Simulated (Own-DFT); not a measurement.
# Computed records: Hf₃₆O₇₁ (tetragonal hafnia with one neutral oxygen vacancy, atoms displaced)

A calculation, not a measurement: plane-wave PBE and HSE06 DFT by an unreviewed code, no spin, of a simulated cell at Gamma alone, so results move with cell size and shape, stress positive in tension, energies less offsets, not probed for a lower state with spin; hafnium file: forces about 75 meV/angstrom off all-electron values; oxygen file: force components 24 meV/angstrom off all-electron in a glass; k mesh not checked against a denser one; forces and stress are PBE's, HSE06 gives the energy alone, and its difference from PBE has offsets of its own; offsets are fitted by least squares, one for each functional and potential file, so energies compare only between cells with the same atoms and settings and are not formation energies; the far tail of each file's local potential was reset to the Coulomb form; each entry is a single point on an unrelaxed cell, so the pressure reflects the starting lattice, taken from the Materials Project, from which strain is counted, and rises with the displacements; printed positions are rounded, which can move forces by about a meV/angstrom; the program is a retired in-house code; no spin-orbit coupling. Program: Own-DFT development build.

Common to all runs: first functional PBE; second functional HSE06; exact exchange share 0.25; screening 0.11 1/bohr; exchange divergence Gygi-Baldereschi; potential files PseudoDojo norm-conserving, scalar-relativistic, made for PBE, standard set; wave cutoff 48 hartree; occupations fixed; k mesh 1 x 1 x 1 centred on Gamma.

(1) 
```xyz
107
Lattice="10.7800 0.0000 0.0000 0.0000 10.7800 0.0000 0.0000 0.0000 10.4493" Properties=species:S:1:pos:R:3:force_x:R:1:force_y:R:1:force_z:R:1 formula=Hf36O71 PBE_energy_of_cell_above_offsets=-100.569 HSE06_less_PBE_above_offsets=-0.122 PBE_pressure=1.11 PBE_stress_xx=-0.43 PBE_stress_yy=-1.05 PBE_stress_zz=-1.85 PBE_stress_yz=-0.55 PBE_stress_xz=0.02 PBE_stress_xy=-0.06
Hf     0.0113    10.7052    10.4349     -0.244      1.615      0.692
Hf     1.8116     1.7996     2.6341     -0.716     -0.415     -0.539
O     10.7529     1.8162     1.5392      0.843      0.142       0.86
O      1.7839    10.7601     3.6024      0.194      1.032      0.148
O      0.0075     1.7632     4.2141      0.322      0.864      0.599
O      1.7868     0.0138     1.0201     -0.004      0.005     -0.353
Hf    10.7352    10.7701     5.2705      0.727     -0.456     -1.168
Hf     1.7749     1.8223     7.8447     -0.599     -0.452     -0.048
O      1.7797     0.0120     8.8365      0.116     -0.048      0.084
O      0.0433     1.8045     9.4523      0.058     -0.856     -0.917
O      1.7823     0.0043     6.2437      0.264      0.307      0.125
Hf     0.0139     3.5408     0.0292     -1.171      0.849      -0.07
Hf     1.7925     5.3705     2.6224      -0.21      1.651     -0.312
O      0.0242     5.4280     1.5921     -0.606     -0.139      0.119
O      1.7968     3.6562     3.6236      0.314     -1.981      0.219
O      0.0308     5.3415     4.1704     -0.093      0.561      0.857
O      1.7917     3.5641     0.9224      0.384     -0.091      0.949
Hf     0.0677     3.5963     5.2603     -1.995      0.159     -1.069
Hf     1.8170     5.3631     7.8063      -1.09      1.226      0.663
O     10.7758     5.4200     6.8295      0.486     -0.321     -0.154
O      1.8109     3.6442     8.8214      0.095     -1.046      0.002
O      0.0132     5.4322     9.4767     -0.269     -0.914     -0.247
O      1.8048     3.6346     6.2192      0.346     -0.609      0.729
Hf    10.7746     7.1729     0.0162      0.851     -0.587     -0.097
Hf     1.7862     8.9858     2.6457       0.73     -0.397     -0.187
O      0.0170     8.9724     1.6334     -0.167      0.149      -1.04
O      1.7401     7.2130     3.6311      0.446     -0.646      0.085
O      0.0542     8.9535     4.2091       -0.6      0.497      0.183
O      1.8300     7.1828     1.0347     -0.667      0.269     -0.549
Hf     0.0462     7.1871     5.2678     -1.143     -0.501     -0.947
Hf     1.8137     9.0115     7.8514     -0.152     -0.644     -0.502
O     10.7240     8.9890     6.8057      1.045     -0.016      0.323
O      1.8165     7.1553     8.8387     -0.066      0.797     -0.063
O     10.7438     9.0111     9.4094      0.306     -0.886      0.008
O      1.7885     7.1779     6.2286      0.656      0.244      0.486
Hf     3.5846     0.0190    10.4313     -0.367     -0.655      0.795
Hf     5.3008     1.7856     2.6244      2.084      0.624     -1.052
O      3.5883     1.8048     1.5724     -0.833      0.122      0.222
O      5.4031     0.0371     3.6162     -0.136     -0.248      1.054
O      3.5839     1.8067     4.1884      -0.37     -0.155      0.213
O      5.3154     0.0400     1.0413      0.723     -0.339     -0.298
Hf     3.6304    10.7716     5.2219     -1.004     -0.076      0.176
Hf     5.3637     1.8181     7.8686      1.486     -0.381      -0.69
O      3.6001     1.7885     6.8458     -0.416       0.64      -0.23
O      5.3908    10.7739     8.8350      0.002     -0.009      0.487
O      3.5692     1.7926     9.4606      0.193      0.151     -0.676
O      5.3551     0.0359     6.2660      0.353     -0.249     -0.132
Hf     3.5913     3.6037    10.4107       0.52      0.286      1.043
Hf     5.4500     5.4138     2.6515     -1.442     -0.208      -0.45
O      3.5504     5.3575     1.5645      1.076     -0.147      0.516
O      5.3867     3.5220     3.6485     -0.151      1.528      0.094
O      3.5371     5.4278     4.2518      0.373     -0.951      0.101
O      5.4117     3.5620     1.0173     -0.714      0.349     -0.031
Hf     3.5776     3.5726     5.2488      1.404      0.649     -0.548
Hf     5.3796     5.4231     7.9144       0.86     -0.697     -1.007
O      3.5666     5.4102     6.8708      1.185     -0.087     -0.597
O      5.4102     3.5567     8.8486     -0.571      0.997      0.103
O      3.6028     5.3992     9.4279      0.374     -0.523     -0.355
O      5.4559     3.6360     6.2375     -1.793      -0.23      0.414
Hf     3.5800     7.1600    10.4339      0.266      0.299       1.22
Hf     5.3619     9.0642     2.6400      -0.15     -1.383     -0.726
O      3.5847     8.9840     1.5957      0.145      0.129       0.15
O      5.3635     7.1892     3.6566     -0.001      0.233     -0.129
O      3.5813     9.0409     4.1777      0.333     -0.779      0.428
O      5.4117     7.1899     1.0334     -0.154     -0.251     -0.243
Hf     3.6118     7.1768     5.2582     -0.453      0.675      -0.76
Hf     5.4073     8.9894     7.8893     -0.411     -0.325     -0.675
O      3.6097     8.9764     6.7817     -0.084       0.13      0.751
O      5.3709     7.1776     8.8989      0.105      0.527     -0.504
O      3.5691     8.9627     9.4508      0.028      0.626     -0.642
O      5.3846     7.2045     6.2143      0.034      -0.03      1.016
Hf     7.1769    10.7283     0.0342      0.078      1.724      0.526
Hf     9.0183     1.8136     2.6439     -1.452     -0.033     -0.105
O      7.2028     1.7878     1.6079     -0.499     -0.338      0.617
O      8.9674     0.0022     3.6600      0.447     -0.741     -0.556
O      7.2464     1.8004     4.2387     -0.362     -0.292       0.23
O      8.9718    10.7791     1.0150      0.651     -0.676     -0.125
Hf     7.1607    10.7686     5.2654      0.721      0.983     -0.999
Hf     8.9970     1.8152     7.8470     -0.261     -0.101     -0.344
O      7.2427     1.7626     6.7686     -0.938     -0.045      1.245
O      8.9116    10.7698     8.8643      0.145      0.257     -0.153
O      7.2014     1.8288     9.4925     -0.304     -0.678     -0.442
O      9.0039     0.0167     6.2071     -0.448      0.134       1.02
Hf     7.1848     3.6310     0.0300      0.153     -1.446      0.205
Hf     8.9502     5.4356     2.6296      1.172     -1.348      0.152
O      7.1567     5.4208     1.6133      0.565     -0.054     -0.199
O      8.9444     3.6008     3.6302      0.249       0.41     -0.094
O      7.1849     5.3900     4.2360      -0.53      0.624     -1.042
O      8.9508     3.5793     1.0295      0.678      0.501     -0.132
Hf     7.1663     3.6343     5.2065      1.223     -1.354      0.076
Hf     8.9947     5.3408     7.8259     -0.377      0.603     -0.216
O      7.2064     5.4366     6.7590     -0.508     -0.168      1.139
O      8.9967     3.5523     8.8537      0.233      0.618      0.104
O      7.1821     5.3628     9.4083     -0.041      0.807       0.08
O      9.0130     3.6012     6.2655      0.289     -0.297     -0.042
Hf     7.2516     7.2067     0.0276      -1.21     -1.051      0.134
Hf     9.0353     8.9672     2.5779     -1.217      0.591      1.446
O      7.1471     9.0307     1.5935      0.708     -0.072     -0.007
O      8.9986     7.1276     3.6649     -0.094      1.254     -0.306
O      7.2058     8.9626     4.1621     -0.333      0.354      0.514
O      8.9900     7.1716     1.0693       0.02      0.385       -0.1
Hf     7.1568     7.2138     5.2318      1.173     -0.393      0.013
Hf     8.9764     9.0183     7.8315      0.259     -0.954     -0.091
O      7.1933     9.0337     6.7878     -0.508      -0.08      0.583
O      8.9933     7.1864     8.8435     -0.225      0.194      0.385
O      7.1693     8.9322     9.5012     -0.191      0.661     -1.144
O      8.9845     7.1629     6.2551     -0.154      0.402     -0.275
```

Units: PBE_energy_of_cell_above_offsets, HSE06_less_PBE_above_offsets in eV; PBE_pressure, PBE_stress_xx, PBE_stress_yy, PBE_stress_zz, PBE_stress_yz, PBE_stress_xz, PBE_stress_xy in GPa; force_x, force_y, force_z in eV/Å.

(2) 
```xyz
107
Lattice="10.7800 0.0000 0.0000 0.0000 10.7800 0.0000 0.0000 0.0000 10.4493" Properties=species:S:1:pos:R:3 formula=Hf36O71
Hf    10.7432    10.7454    10.4473
Hf     1.7973     1.7392     2.5941
O     10.6840     1.7023     1.6472
O      1.8150    10.7425     3.6048
O      0.0646     1.8043     4.2320
O      1.7965     0.0635     1.1331
Hf     0.0711    10.7166     5.2305
Hf     1.7990     1.8102     7.9028
O     10.7602     1.9267     6.7967
O      1.7705    10.7340     8.8595
O      0.0124     1.8229     9.4281
O      1.8537    10.7300     6.2722
Hf     0.0183     3.5404     0.0514
Hf     1.8150     5.4403     2.5761
O      0.0187     5.3906     1.5118
O      1.7365     3.6446     3.6530
O      0.0166     5.4229     4.1871
O      1.7228     3.5247     1.0219
Hf     0.0364     3.6598     5.2332
Hf     1.7673     5.4622     7.8676
O      0.0096     5.4370     6.8520
O      1.8278     3.5488     8.7581
O     10.7584     5.3159     9.5023
O      1.8007     3.5614     6.3135
Hf    10.7707     7.1779    10.4466
Hf     1.6808     8.9326     2.5793
O     10.7320     8.9739     1.4884
O      1.7434     7.1828     3.6354
O      0.0316     8.9996     4.1602
O      1.7912     7.1596     0.9980
Hf    10.7010     7.1680     5.1074
Hf     1.7906     8.9487     7.8406
O     10.7567     9.0097     6.8934
O      1.7279     7.2426     8.9285
O     10.7557     8.9396     9.5016
O      1.7752     7.1698     6.2310
Hf     3.5738    10.7260     0.0565
Hf     5.4134     1.7207     2.6305
O      3.6029     1.7443     1.6340
O      5.4137    10.6873     3.6368
O      3.5130     1.8283     4.2006
O      5.4213    10.7663     1.1001
Hf     3.5780    10.7072     5.2096
Hf     5.4502     1.7718     7.8728
O      3.6085     1.8651     6.7582
O      5.4150    10.7394     8.9344
O      3.6633     1.8171     9.4279
O      5.3394    10.6844     6.2174
Hf     3.5721     3.5831    10.3893
Hf     5.4091     5.3580     2.6645
O      3.5818     5.3893     1.6553
O      3.5571     5.4779     4.1752
O      5.3751     3.5480     0.9681
Hf     3.5732     3.6319     5.2210
Hf     5.3275     5.2668     7.9420
O      3.6692     5.3821     6.8456
O      5.3833     3.5480     8.9051
O      3.6266     5.3718     9.3312
O      5.3947     3.6430     6.2691
Hf     3.6804     7.1327    10.4419
Hf     5.4189     9.0384     2.7017
O      3.7020     8.9717     1.5796
O      5.3597     7.1432     3.6007
O      3.6278     9.0112     4.1687
O      5.3459     7.1954     0.9956
Hf     3.5181     7.1552     5.2416
Hf     5.2954     8.9811     7.7340
O      3.6696     8.9928     6.8074
O      5.5149     7.1933     8.8454
O      3.6041     9.0520     9.3482
O      5.4144     7.1758     6.2461
Hf     7.2123    10.7420    10.4441
Hf     9.0063     1.8312     2.6331
O      7.1088     1.7423     1.5512
O      9.0387     0.0635     3.5587
O      7.1133     1.7911     4.1787
O      9.0062    10.7446     1.0443
Hf     7.2112     0.0303     5.3171
Hf     8.8977     1.7826     7.8707
O      7.1375     1.8714     6.7157
O      8.9378     0.0659     8.7651
O      7.2248     1.8713     9.5414
O      8.9642     0.0462     6.2481
Hf     7.2165     3.6484    10.3485
Hf     9.0226     5.4736     2.5842
O      7.1807     5.4021     1.5695
O      8.9737     3.5540     3.6202
O      7.2145     5.4120     4.2674
O      8.9391     3.5445     0.9464
Hf     7.1505     3.5975     5.1667
Hf     9.0658     5.4563     7.8108
O      7.1942     5.3290     6.8361
O      8.9965     3.6615     8.8306
O      7.2634     5.4241     9.4251
O      9.0407     3.5660     6.1857
Hf     7.2238     7.2132    10.4034
Hf     8.9427     9.0092     2.6249
O      7.2072     8.9517     1.6458
O      8.9362     7.1730     3.7182
O      7.2532     8.9512     4.1276
O      9.0222     7.2091     1.0241
Hf     7.2538     7.1642     5.2334
Hf     9.0223     9.0153     7.9211
O      7.1434     8.9782     6.7243
O      9.0089     7.1919     8.8511
O      7.1836     8.8680     9.3861
O      8.9629     7.1581     6.2916
```

To be estimated
1. Give the missing PBE stress zz for Hf₃₆O₇₁ (tetragonal hafnia with one neutral oxygen vacancy, atoms displaced) (entry 2).
2. Give the missing PBE stress xx for Hf₃₆O₇₁ (tetragonal hafnia with one neutral oxygen vacancy, atoms displaced) (entry 2).
3. Give the missing PBE pressure for Hf₃₆O₇₁ (tetragonal hafnia with one neutral oxygen vacancy, atoms displaced) (entry 2).

Calculated values
1. -2.21 GPa
2. -0.41 GPa
3. 1.89 GPa

Further results for Hf₃₆O₇₁ (tetragonal hafnia with one neutral oxygen vacancy, atoms displaced) (entry 2):

| Quantity | Value |
| --- | --- |
| PBE energy of cell above offsets | -96.732 eV |
| HSE06 less PBE above offsets | 0.099 eV |
| PBE stress yy | -3.04 GPa |
| PBE stress yz | -0.71 GPa |
| PBE stress xz | -0.2 GPa |
| PBE stress xy | 0.1 GPa |

Force:
```csv
element,x (eV/Å),y (eV/Å),z (eV/Å)
Hf,1.023,1.004,0.784
Hf,-0.069,1.018,1.059
O,1.741,0.395,-1.019
O,-0.39,-0.611,0.681
O,0.038,-0.577,0.241
O,-0.669,-0.737,-1.566
Hf,-0.436,2.61,0.093
Hf,-0.274,-0.511,-2.305
O,0.316,-1.432,1.301
O,-0.24,0.193,0.543
O,-0.055,-1.232,0.247
O,-0.921,-0.297,-0.167
Hf,-1.844,0.344,-0.674
Hf,-0.244,-1.235,0.471
O,-0.5,0.094,1.322
O,0.38,0.205,-0.619
O,-0.648,0.327,-0.471
O,1.814,-0.057,0.031
Hf,0.112,-2.393,0.324
Hf,0.637,-1.232,-0.515
O,1.026,0.13,-0.878
O,0.221,1.984,1.801
O,0.774,0.975,-1.13
O,0.065,1.042,-0.903
Hf,0.245,-1.193,0.305
Hf,1.847,0.809,-0.537
O,0.771,-0.007,1.226
O,-0.124,0.566,0.011
O,-0.249,-0.685,-0.059
O,0.583,0.357,0.403
Hf,0.307,0.04,1.641
Hf,0.801,0.99,0.065
O,0.248,0.156,-0.766
O,0.302,-0.939,-0.85
O,-0.552,1.442,-1.392
O,-0.571,0.255,0.568
Hf,1.051,0.352,0.427
Hf,0.143,0.821,-0.469
O,-0.094,0.16,-0.42
O,-0.151,2.642,1.429
O,0.604,-0.479,0.089
O,-0.119,-0.257,-0.975
Hf,0.11,1.656,-0.442
Hf,-2.118,-0.198,-0.572
O,0.581,-0.548,1.383
O,0.75,0.871,-0.763
O,-0.646,-1.011,0.192
O,0.946,0.907,0.599
Hf,0.57,-0.725,1.421
Hf,0.28,0.054,-0.451
O,0.34,-0.173,-1.282
O,-0.032,-1.369,0.341
O,-0.405,0.627,0.316
Hf,-0.124,-0.878,0.438
Hf,2.367,2.307,-2.302
O,-2.239,0.449,-0.515
O,0.251,-0.456,-0.029
O,-0.496,0.24,1.183
O,-0.357,-0.199,-0.729
Hf,-0.03,1.57,0.285
Hf,-0.232,-2.573,-1.424
O,-2.393,0.267,-0.29
O,0.358,0.373,0.085
O,-0.578,-1.43,0.499
O,1.286,-0.485,-0.39
Hf,2.752,0.686,-0.234
Hf,3.367,-0.976,1.658
O,-3.904,-0.502,-1.274
O,-1.439,-0.602,0.081
O,-0.285,-1.58,0.523
O,-0.845,0.304,-0.7
Hf,-1.379,0.359,1.045
Hf,-1.759,0.265,-0.484
O,1.372,-0.231,0.783
O,-0.144,-1.319,1.127
O,-0.399,-0.238,0.111
O,-0.802,-0.429,-1.26
Hf,-0.774,-1.08,-1.402
Hf,1.805,3.443,-2.031
O,0.315,-1.039,1.326
O,0.051,-1.659,2.093
O,0.102,-2.378,-2.413
O,0.97,-0.171,-0.051
Hf,-0.195,0.892,2.23
Hf,-0.974,-1.703,-0.476
O,0.422,0.082,0.904
O,0.185,1.708,-0.353
O,-0.301,-0.697,-1.336
O,0.894,0.103,0.792
Hf,0.716,0.419,1.191
Hf,-2.621,-1.466,0.138
O,0.302,0.138,0.492
O,-0.408,-1.199,-0.437
O,-0.448,0.047,-0.13
O,-0.969,0.512,-0.103
Hf,-1.288,-1.32,0.91
Hf,-0.54,0.627,-0.099
O,-0.039,0.131,-1.234
O,1.155,0.308,-0.737
O,0.249,0.811,0.897
O,-0.484,-0.376,0.677
Hf,-2.248,0.693,1.013
Hf,-1.799,-1.107,-1.421
O,1.287,0.624,0.951
O,0.546,0.415,0.506
O,1.199,2.864,0.155
O,1.267,0.321,-0.316
```
